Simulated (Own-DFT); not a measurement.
# Response to strain: zincblende GaAs, 64 atoms (As32Ga32)

Calculated, not measured: single-point runs of Own-DFT, a retired in-house plane-wave DFT program that no person has reviewed, on unrelaxed cells, without spin or spin-orbit coupling.

All runs used: PBE; PseudoDojo norm-conserving scalar-relativistic files; cutoff 42 hartree; 3 x 3 x 3 k mesh centred on Gamma; Fermi-Dirac smearing of 0.1 eV.

Known weak points: forces not confirmed at this smearing and k mesh; stress not checked against mesh or cutoff.

Unstrained cell vectors in Å: (11.307, 0.000, 0.000); (0.000, 11.307, 0.000); (0.000, 0.000, 11.307). The unstrained cell has measured lattice constants (interpolated for alloys), not those of this functional. That, the random moves and any unrelaxed bonds set the pressure at no strain. The cell is deformed uniformly in each run, and the atoms keep their fractional places. Each coordinate of each atom was shifted by a normal deviate of width 0.05 Å. Stress is counted positive in tension, P = -(s_xx + s_yy + s_zz)/3, and strain components are those of the symmetric tensor.

```
run  e_xx (%)  e_yy (%)  e_zz (%)  e_yz (%)  e_xz (%)  e_xy (%)  s_xx (GPa)  s_yy (GPa)  s_zz (GPa)  s_yz (GPa)  s_xz (GPa)  s_xy (GPa)  P (GPa)  E (meV/atom)
  1      1.81      1.61     -1.04     -0.83     -0.01      1.88       -1.98       -2.11       -3.50       -1.56        0.11        3.44     2.53          20.9
  2      1.40      1.28      1.76     -0.28      0.05     -1.46       -0.84       -0.91       -0.63       -0.70        0.50       -1.43     0.79           0.0
  3     -1.79     -0.38      1.28     -0.15      0.76     -1.46       -5.68       -5.04       -4.01        0.02        0.91       -2.45     4.91          38.7
  4      0.99      1.96      1.70      1.12     -0.83     -0.74       -1.10       -0.59       -0.85        1.82       -0.74       -0.85     0.85           9.1
  5      0.66      0.66     -1.06      0.48      1.05     -0.69       -3.48       -3.42       -4.41        0.87        1.44       -1.33     3.77          17.4
  6     -0.12      0.03     -1.34      2.00      0.08      1.16       -5.39       -5.40       -5.95        3.78       -0.43        2.43     5.58          51.4
  7     -0.76     -1.02      1.56     -1.04     -1.74     -0.46       -5.00       -5.02       -3.74       -1.64       -3.35       -0.47     4.59          42.7
  8     -0.71      0.98     -1.97      0.43     -1.12      0.67       -5.57       -4.52       -6.33        1.47       -1.99        0.64     5.47          37.7
  9      1.85      1.87     -1.22     -1.97     -1.59     -1.84       -2.34       -2.40       -3.82       -3.66       -2.57       -3.78     2.85          47.8
 10      1.64     -1.36     -0.01      0.49      1.88      1.69       -3.18       -4.74       -4.04        0.66        2.29        2.79     3.99          31.1
 11      0.37      1.03     -0.61      1.39      0.54     -1.15       -3.54       -3.09       -4.05        2.43        1.03       -2.25     3.56          24.0
 12     -1.08      1.19      1.23     -0.28     -1.43     -0.59       -3.89       -2.55       -2.55       -0.30       -2.46       -0.82     2.99          12.7
 13     -0.68      1.66     -1.40     -0.68     -1.56      1.38       -4.76       -3.34       -5.18       -1.04       -2.56        2.13     4.43          28.7
 14     -1.46     -1.72     -0.32     -1.75      1.49     -2.00       -7.37       -7.57       -6.76       -2.90        2.13       -3.64     7.23          61.2
 15      0.51     -0.01      1.93      0.22     -0.40     -0.20           ?           ?           ?           ?           ?           ?        ?             ?
```

E is the free energy per atom, counted from the lowest run shown.

## Analysis

Least squares on the runs shown: each stress against a constant and the strains, taken as fractions with shears doubled. Shear strains stay in the fit of a normal stress only where such slopes are resolved. The slopes, in GPa:

```
stress,at no strain,per e_xx,per e_yy,per e_zz,scatter
s_xx,-4.3,108 ± 6,63 ± 6,60 ± 5,0.23
s_yy,-4.3,52 ± 7,118 ± 7,60 ± 6,0.30
s_zz,-4.3,55 ± 5,62 ± 5,113 ± 4,0.21
```

The slope of each shear stress on twice its own strain, from a fit on all six strains: yz 90 ± 2, xz 86 ± 4, xy 90 ± 5 GPa. These are stiffnesses along x, y and z of the frame in which the cell vectors are given, which need not be the crystal's axes. These are clamped-ion slopes: internal relaxation, where symmetry allows it, would soften some. Symmetry asks for nearly equal slopes across the diagonal; the mismatch is a measure of noise. A ninth of the table's sum, 77 ± 3 GPa, estimates the bulk modulus near the mean pressure of these runs, 3.8 GPa, so it lies above the value at zero pressure.

## Withheld run

The question: what normal stresses and pressure should run 15 give?

The fit gives s_xx = -2.6, s_yy = -2.9, s_zz = -1.8 and P = 2.4 GPa. Computed: -2.40, -2.64, -1.56 and P = 2.20 GPa.
